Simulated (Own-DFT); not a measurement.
# Computed records: GaN (wurtzite, strained, atoms displaced)

All values are calculated (Own-DFT development build). A calculation, not a measurement: plane-wave PBE density functional theory by an unreviewed code, no spin, of a simulated periodic cell, stress positive in tension, free energy of the whole cell less one offset for each atom, forces on such cells passed a denser k mesh, this cell's mesh not checked; offsets are fitted by least squares, one for each functional and potential file, so energies compare only between cells with the same atoms and settings and are not formation energies; the far tail of each file's local potential was reset to the Coulomb form; each entry is a single point on an unrelaxed cell, so the pressure reflects the starting lattice, mostly measured values (interpolated for alloys), from which strain is counted, and rises with the displacements; printed positions are rounded, which can move forces by about a meV/angstrom; the program, named Own-DFT, is a retired in-house code; no spin-orbit coupling.

Settings shared by all entries: functional PBE; potential files PseudoDojo norm-conserving, scalar-relativistic, standard set with the stringent files for Ga; wave cutoff 96 hartree; occupations Gaussian; smearing width 0.01 eV; k mesh 3 x 4 x 3 centred on Gamma.

(1) GaN (wurtzite, strained, atoms displaced)

```
CELL_PARAMETERS angstrom
12.75600 0.00000 0.00000
-4.78350 8.28530 0.00000
0.00000 0.00000 10.39590
ATOMIC_POSITIONS crystal
Ga 0.09261 0.23510 0.99022
Ga 0.16687 0.11636 0.24728
N 0.07516 0.21687 0.18503
N 0.16739 0.11046 0.43033
Ga 0.07741 0.21758 0.49673
Ga 0.16807 0.11096 0.75201
N 0.07996 0.21433 0.69431
N 0.16638 0.10375 0.94336
Ga 0.08101 0.55275 0.99906
Ga 0.17197 0.44697 0.25205
N 0.07415 0.54680 0.18282
N 0.16974 0.44458 0.44298
Ga 0.09084 0.55980 0.50616
Ga 0.15925 0.44214 0.75532
N 0.07998 0.55460 0.69008
N 0.15928 0.43491 0.94024
Ga 0.08935 0.88391 0.99328
Ga 0.16706 0.77259 0.25665
N 0.08438 0.89300 0.18994
N 0.16358 0.77673 0.44400
Ga 0.09359 0.90249 0.50053
Ga 0.16585 0.77199 0.75186
N 0.08886 0.88993 0.69095
N 0.15992 0.78086 0.93454
Ga 0.33353 0.22295 0.99260
Ga 0.42384 0.11519 0.25807
N 0.33794 0.23032 0.18995
N 0.42286 0.10867 0.43062
Ga 0.33761 0.21428 0.50294
Ga 0.41628 0.11197 0.74852
N 0.32673 0.21880 0.68693
N 0.42066 0.11145 0.93885
Ga 0.32857 0.55286 0.99952
Ga 0.41658 0.44113 0.24863
N 0.33111 0.55053 0.19384
N 0.41747 0.44612 0.44297
Ga 0.33366 0.54932 0.50208
Ga 0.41419 0.44529 0.75523
N 0.33832 0.56604 0.69020
N 0.41537 0.44748 0.94394
Ga 0.33557 0.89808 0.00281
Ga 0.41457 0.77315 0.25458
N 0.33425 0.89180 0.19601
N 0.42029 0.78321 0.43807
Ga 0.33384 0.89374 0.49616
Ga 0.41537 0.78725 0.75743
N 0.32963 0.87786 0.69097
N 0.41829 0.77884 0.93676
Ga 0.58727 0.21811 0.00530
Ga 0.65650 0.10810 0.24661
N 0.57793 0.21920 0.18756
N 0.66560 0.10618 0.43436
Ga 0.58594 0.21656 0.50614
Ga 0.67418 0.12153 0.75523
N 0.58328 0.21118 0.69070
N 0.66368 0.09695 0.94795
Ga 0.58958 0.54606 0.99265
Ga 0.66491 0.44182 0.25370
N 0.57690 0.55158 0.18199
N 0.66453 0.43634 0.44022
Ga 0.57965 0.55527 0.50513
Ga 0.66091 0.44848 0.73555
N 0.58606 0.55034 0.67907
N 0.66604 0.44433 0.94459
Ga 0.59072 0.88890 0.00311
Ga 0.67651 0.78283 0.24775
N 0.58820 0.88892 0.19578
N 0.66198 0.77470 0.44164
Ga 0.58125 0.89198 0.50069
Ga 0.67197 0.78112 0.75265
N 0.57593 0.88355 0.69141
N 0.66545 0.77531 0.93523
Ga 0.82853 0.21724 0.99497
Ga 0.90822 0.09606 0.25515
N 0.82926 0.22132 0.18819
N 0.90456 0.10300 0.43377
Ga 0.83595 0.22603 0.49971
Ga 0.90857 0.11256 0.74753
N 0.82672 0.21877 0.69223
N 0.91539 0.11325 0.93997
Ga 0.83470 0.55653 0.00397
Ga 0.91349 0.44357 0.25062
N 0.84070 0.55433 0.19258
N 0.91489 0.44790 0.44007
Ga 0.83730 0.55955 0.50437
Ga 0.91519 0.44951 0.74920
N 0.83220 0.55215 0.69247
N 0.91094 0.44707 0.94108
Ga 0.83411 0.88325 0.00314
Ga 0.92548 0.77366 0.25093
N 0.83032 0.88682 0.19704
N 0.91468 0.77280 0.44005
Ga 0.82842 0.87882 0.50258
Ga 0.90667 0.76824 0.75081
N 0.82554 0.87089 0.68745
N 0.91056 0.77612 0.94049
```

* free energy of cell above offsets: -4.290 eV
* pressure: 6.75 GPa
* stress xx: -7.69 GPa
* stress yy: -6.71 GPa
* stress zz: -5.84 GPa
* stress yz: 0.79 GPa
* stress xz: 0.9 GPa
* stress xy: 1.23 GPa

Force:
| element | x (eV/Å) | y (eV/Å) | z (eV/Å) |
| --- | --- | --- | --- |
| Ga | -0.93 | -4.992 | 2.459 |
| Ga | 0.201 | 0.038 | -1.027 |
| N | 0.646 | 0.734 | 0.277 |
| N | 0.031 | 1.002 | 1.305 |
| Ga | 0.348 | -0.147 | 0.33 |
| Ga | -0.799 | -1.014 | 0.426 |
| N | -0.793 | 0.608 | -0.92 |
| N | -0.309 | 1.185 | -0.973 |
| Ga | -0.81 | 0.228 | 0.22 |
| Ga | -1.882 | -1.38 | -0.173 |
| N | 1.643 | 1.169 | 1.114 |
| N | -0.714 | -0.326 | -0.352 |
| Ga | -1.029 | -0.715 | -0.811 |
| Ga | 1.422 | 0.061 | -1.287 |
| N | 0.234 | -0.495 | 0.352 |
| N | 0.225 | 3.944 | -1.078 |
| Ga | -3.875 | 1.164 | 2.225 |
| Ga | -0.745 | 0.147 | -0.997 |
| N | 1.264 | -0.391 | -0.682 |
| N | 0.805 | 0.225 | -0.441 |
| Ga | -1.361 | -1.634 | 0.59 |
| Ga | -0.373 | 0.838 | -0.532 |
| N | -1.174 | -0.406 | -0.251 |
| N | 3.856 | -2.13 | -0.016 |
| Ga | 0.559 | -0.042 | 1.645 |
| Ga | -2.03 | -0.311 | -2.652 |
| N | 0.016 | -1.876 | -0.661 |
| N | -0.75 | 0.441 | 3.26 |
| Ga | -1.024 | 1.138 | -1.163 |
| Ga | 0.052 | -0.865 | 0.397 |
| N | 1.563 | 0.645 | 0.37 |
| N | -0.411 | 0.64 | -0.485 |
| Ga | 0.446 | 1.047 | 0.546 |
| Ga | 0.071 | 0.855 | 0.767 |
| N | 0.187 | 0.788 | -1.096 |
| N | 0.264 | -1.314 | -0.653 |
| Ga | -0.089 | 1.321 | 0.523 |
| Ga | -0.04 | 0.521 | -0.709 |
| N | -0.726 | -1.411 | 0.483 |
| N | 0.454 | -0.376 | -1.072 |
| Ga | 0.333 | -1.353 | 0.384 |
| Ga | 0.742 | 0.482 | -0.614 |
| N | 0.025 | -0.372 | -0.811 |
| N | -1.062 | -1.119 | 0.393 |
| Ga | 0.726 | -1.26 | 0.773 |
| Ga | 1.493 | -1.082 | -0.77 |
| N | -1.235 | 1.983 | -1.05 |
| N | -0.647 | -0.106 | 1.967 |
| Ga | -0.653 | 0.367 | -0.819 |
| Ga | 2.036 | 0.328 | 0.55 |
| N | 0.745 | 0.88 | 0.02 |
| N | -0.004 | 0.957 | 0.634 |
| Ga | 0.364 | 0.196 | -0.946 |
| Ga | -1.516 | -2.964 | 0.726 |
| N | -1.212 | 1.384 | 0.078 |
| N | -0.712 | 2.262 | -1.691 |
| Ga | -3.276 | 1.825 | 1.699 |
| Ga | -0.09 | 0.691 | -0.382 |
| N | 1.622 | 0.767 | 0.588 |
| N | -0.115 | 0.663 | 0.507 |
| Ga | 0.588 | 0.122 | -2.559 |
| Ga | 2.608 | -1.985 | 2.171 |
| N | -2.627 | 1.061 | 2.449 |
| N | 2.424 | -1.798 | -1.992 |
| Ga | -1.052 | -2.106 | 0.915 |
| Ga | -2.719 | -2.294 | 1.399 |
| N | -0.968 | -0.734 | -1.114 |
| N | 0.431 | 0.024 | -0.402 |
| Ga | 0.803 | -0.496 | 0.564 |
| Ga | -2.461 | -0.766 | -0.483 |
| N | 1.528 | 1.167 | -0.017 |
| N | 0.85 | -0.488 | 0.688 |
| Ga | 0.897 | 0.851 | 1.759 |
| Ga | -0.339 | 2.578 | -1.682 |
| N | -0.058 | -0.449 | 0.018 |
| N | 1.501 | 0.281 | 2.109 |
| Ga | -1.117 | -0.299 | -0.48 |
| Ga | 1.725 | -1.233 | 0.969 |
| N | 1.359 | 1.617 | -1.216 |
| N | 0.614 | -0.525 | -0.712 |
| Ga | -0.72 | 0.171 | 0.247 |
| Ga | 1.19 | -1.64 | 0.499 |
| N | -2.549 | 0.412 | -0.688 |
| N | 1.432 | -0.175 | 0.404 |
| Ga | -0.652 | -0.638 | -0.526 |
| Ga | 0.358 | -0.813 | 0.931 |
| N | -0.771 | -0.121 | -0.704 |
| N | 1.292 | -0.731 | -1.079 |
| Ga | -1 | 1.337 | 0.359 |
| Ga | -1.449 | 0.311 | 0.467 |
| N | 2.761 | -0.674 | -1.974 |
| N | 0.583 | 1.161 | 0.062 |
| Ga | -0.284 | 0.103 | -0.731 |
| Ga | 1.773 | 1.129 | 0.558 |
| N | 0.434 | 2.396 | -0.298 |
| N | 1.627 | -0.198 | -0.405 |

(2) GaN (wurtzite, strained, atoms displaced)

```
CELL_PARAMETERS angstrom
12.75600 0.00000 0.00000
-4.78350 8.28530 0.00000
0.00000 0.00000 10.39590
ATOMIC_POSITIONS crystal
Ga 0.08595 0.22136 0.00522
Ga 0.15825 0.10797 0.25659
N 0.07530 0.21098 0.19368
N 0.16186 0.11348 0.43600
Ga 0.08209 0.22774 0.50675
Ga 0.17961 0.12412 0.74593
N 0.08511 0.22277 0.68260
N 0.16720 0.11564 0.94030
Ga 0.08202 0.55263 0.99689
Ga 0.16265 0.44727 0.24826
N 0.08309 0.56439 0.18556
N 0.16465 0.44211 0.43726
Ga 0.08599 0.56058 0.49975
Ga 0.17056 0.44851 0.74981
N 0.07339 0.54913 0.70055
N 0.15897 0.44196 0.93420
Ga 0.08843 0.89401 0.01465
Ga 0.16616 0.78712 0.25032
N 0.07833 0.88131 0.18601
N 0.16545 0.78043 0.44867
Ga 0.08760 0.89751 0.50548
Ga 0.17086 0.78154 0.74977
N 0.07614 0.88233 0.67562
N 0.17033 0.77231 0.93725
Ga 0.33085 0.22021 0.99650
Ga 0.42349 0.12496 0.25287
N 0.33133 0.21710 0.18600
N 0.41643 0.10039 0.44493
Ga 0.32538 0.21735 0.49740
Ga 0.41662 0.10493 0.75197
N 0.33946 0.22387 0.69343
N 0.41681 0.11017 0.94303
Ga 0.32887 0.55168 0.99731
Ga 0.41234 0.44029 0.24941
N 0.33075 0.55456 0.19284
N 0.42032 0.45635 0.43446
Ga 0.33855 0.55693 0.49818
Ga 0.41710 0.43924 0.74744
N 0.33059 0.56860 0.68812
N 0.41914 0.44306 0.94497
Ga 0.32820 0.89035 0.00821
Ga 0.41414 0.78756 0.25107
N 0.33686 0.88559 0.18135
N 0.41313 0.78239 0.43937
Ga 0.32795 0.87975 0.50432
Ga 0.41667 0.77821 0.74894
N 0.33363 0.88669 0.68055
N 0.41750 0.78051 0.94074
Ga 0.58091 0.21648 0.98985
Ga 0.66730 0.10735 0.25715
N 0.58197 0.22010 0.18412
N 0.66883 0.11554 0.43887
Ga 0.57640 0.21771 0.49982
Ga 0.67142 0.11161 0.76176
N 0.58340 0.22412 0.69568
N 0.66794 0.10335 0.94453
Ga 0.58233 0.54880 0.00166
Ga 0.66044 0.44749 0.25327
N 0.57879 0.55181 0.18433
N 0.66149 0.42572 0.43395
Ga 0.57436 0.54698 0.49203
Ga 0.66758 0.43383 0.74649
N 0.58501 0.55623 0.69043
N 0.67099 0.44818 0.94304
Ga 0.58410 0.89162 0.00343
Ga 0.66476 0.76595 0.25122
N 0.58377 0.89152 0.18636
N 0.67654 0.78146 0.44578
Ga 0.57909 0.89040 0.49665
Ga 0.65866 0.77448 0.75182
N 0.57973 0.88050 0.69145
N 0.66686 0.77972 0.93625
Ga 0.84214 0.22820 0.00376
Ga 0.91959 0.11010 0.25210
N 0.83274 0.22055 0.19863
N 0.91614 0.10166 0.43377
Ga 0.83446 0.22046 0.49482
Ga 0.91102 0.10035 0.74846
N 0.83227 0.22265 0.68744
N 0.92126 0.11382 0.93706
Ga 0.83800 0.57052 0.99487
Ga 0.91489 0.44892 0.24875
N 0.83189 0.55509 0.18800
N 0.91736 0.43775 0.44111
Ga 0.83089 0.55796 0.50588
Ga 0.91871 0.44911 0.75626
N 0.84357 0.55828 0.68643
N 0.92254 0.44754 0.93817
Ga 0.83449 0.89265 0.99716
Ga 0.91680 0.77884 0.25762
N 0.83766 0.89407 0.19058
N 0.92092 0.78535 0.43829
Ga 0.83210 0.89061 0.50328
Ga 0.91716 0.78590 0.75020
N 0.84439 0.88960 0.69055
N 0.91343 0.78402 0.93935
```

- free energy of cell above offsets: -4.337 eV
- pressure: 6.7 GPa
- stress xx: -6.92 GPa
- stress yy: -6.04 GPa
- stress zz: -7.14 GPa
- stress yz: 0.47 GPa
- stress xz: -0.54 GPa
- stress xy: -0.59 GPa

Force:
| element | x (eV/Å) | y (eV/Å) | z (eV/Å) |
| --- | --- | --- | --- |
| Ga | -0.877 | 0.271 | -0.43 |
| Ga | 1.227 | 0.054 | -1.33 |
| N | 1.256 | 2.111 | -1.171 |
| N | 0.723 | 0.246 | 0.962 |
| Ga | -0.553 | -0.51 | -1.744 |
| Ga | -2.415 | -2.043 | 0.677 |
| N | 0.3 | 0.166 | 2.061 |
| N | 0.53 | -0.852 | -0.667 |
| Ga | 0.16 | 0.841 | 0.612 |
| Ga | 0.147 | -0.199 | 0.21 |
| N | 0.268 | -0.519 | 0.338 |
| N | 0.447 | 0.846 | 0.164 |
| Ga | -0.676 | -1.191 | 1.016 |
| Ga | -1.562 | -0.684 | -0.305 |
| N | 2.919 | 1.695 | -1.974 |
| N | 1.814 | -0.483 | 0.863 |
| Ga | -0.416 | -0.592 | -3.969 |
| Ga | 1.467 | -0.902 | 0.692 |
| N | -0.067 | 1.29 | 2.45 |
| N | -0.038 | 0.143 | -1.921 |
| Ga | -0.738 | -0.815 | -2.207 |
| Ga | -1.133 | -0.751 | -0.141 |
| N | 1.55 | 1.393 | 4.056 |
| N | -1.503 | 1.185 | 0.127 |
| Ga | 0.598 | 0.309 | 0.718 |
| Ga | 0.125 | -1.576 | -0.282 |
| N | -0.893 | 0.062 | 0.786 |
| N | -1.999 | 0.829 | -0.935 |
| Ga | 1.313 | 0.345 | 0.1 |
| Ga | 0.3 | -0.075 | 0.27 |
| N | 0.078 | -0.222 | -1.608 |
| N | -0.778 | -0.39 | -1.188 |
| Ga | 0.164 | 0.733 | 0.538 |
| Ga | -0.512 | 0.193 | -1.004 |
| N | -0.108 | 0.12 | -0.603 |
| N | -0.62 | -2.512 | -0.074 |
| Ga | -2.122 | 0.559 | 0.254 |
| Ga | -0.174 | 1.914 | 1.025 |
| N | 1.745 | -2.125 | -0.704 |
| N | -1.004 | -0.139 | -1.308 |
| Ga | 1.409 | -0.392 | -2.191 |
| Ga | 1.925 | -1.408 | -0.07 |
| N | -2.418 | 1.425 | 2.544 |
| N | 1.047 | -0.817 | -0.478 |
| Ga | -0.109 | 0.697 | -1.093 |
| Ga | -0.119 | 0.837 | 1.367 |
| N | -0.145 | 0.497 | 2.22 |
| N | -0.413 | -0.313 | -0.338 |
| Ga | 0.924 | 0.941 | 1.734 |
| Ga | -0.567 | 0.567 | -1.378 |
| N | 0.439 | 0.48 | 0.28 |
| N | -0.575 | -0.888 | 0.789 |
| Ga | 1.527 | -0.524 | 1.097 |
| Ga | -0.164 | -0.485 | -1.523 |
| N | 0.42 | -1.979 | -0.951 |
| N | 0.052 | 1.831 | -0.312 |
| Ga | 0.19 | 1.187 | -0.906 |
| Ga | 1.892 | -1.047 | -1.48 |
| N | -0.22 | -0.015 | 1.05 |
| N | -0.767 | 2.44 | 0.998 |
| Ga | 2.816 | 1.535 | 1.828 |
| Ga | -0.143 | 2.807 | 1.008 |
| N | 0.034 | -0.865 | -0.916 |
| N | 0.008 | -0.856 | -1.189 |
| Ga | 0.041 | -1.427 | -0.137 |
| Ga | -0.183 | 2.076 | -0.038 |
| N | 0.307 | -0.935 | 1.427 |
| N | -2.762 | -1.705 | -1.306 |
| Ga | 1.115 | 0.139 | 0.715 |
| Ga | 1.724 | -0.136 | -0.007 |
| N | -0.374 | 1.673 | -1.023 |
| N | 0.034 | -0.491 | 0.746 |
| Ga | -0.744 | -0.521 | 0.545 |
| Ga | -1.93 | -0.511 | 0.153 |
| N | 0.444 | 0.464 | -1.248 |
| N | -0.243 | 1.327 | 1.402 |
| Ga | 0.259 | -0.217 | 0.791 |
| Ga | 0.265 | 2.068 | 0.307 |
| N | 0.393 | -0.393 | 0.231 |
| N | -0.254 | 0.037 | 0.124 |
| Ga | 0.455 | -1.642 | 1.15 |
| Ga | 0.289 | -0.493 | 0.624 |
| N | -0.76 | 0.615 | 0.021 |
| N | -0.56 | 1.521 | -0.517 |
| Ga | 0.997 | -0.307 | -1.37 |
| Ga | -0.551 | -1.658 | -0.505 |
| N | -2.211 | 0.093 | 0.911 |
| N | -1.8 | -0.241 | 0.761 |
| Ga | -0.851 | 0.133 | 0.962 |
| Ga | -0.706 | -0.714 | -0.991 |
| N | -0.534 | -1.308 | -0.596 |
| N | -0.092 | -0.904 | 0.795 |
| Ga | 1.742 | 0.221 | 0.366 |
| Ga | 2.145 | -1.724 | 0.818 |
| N | -3.604 | 0.027 | -1.068 |
| N | 1.963 | 0.554 | -0.487 |
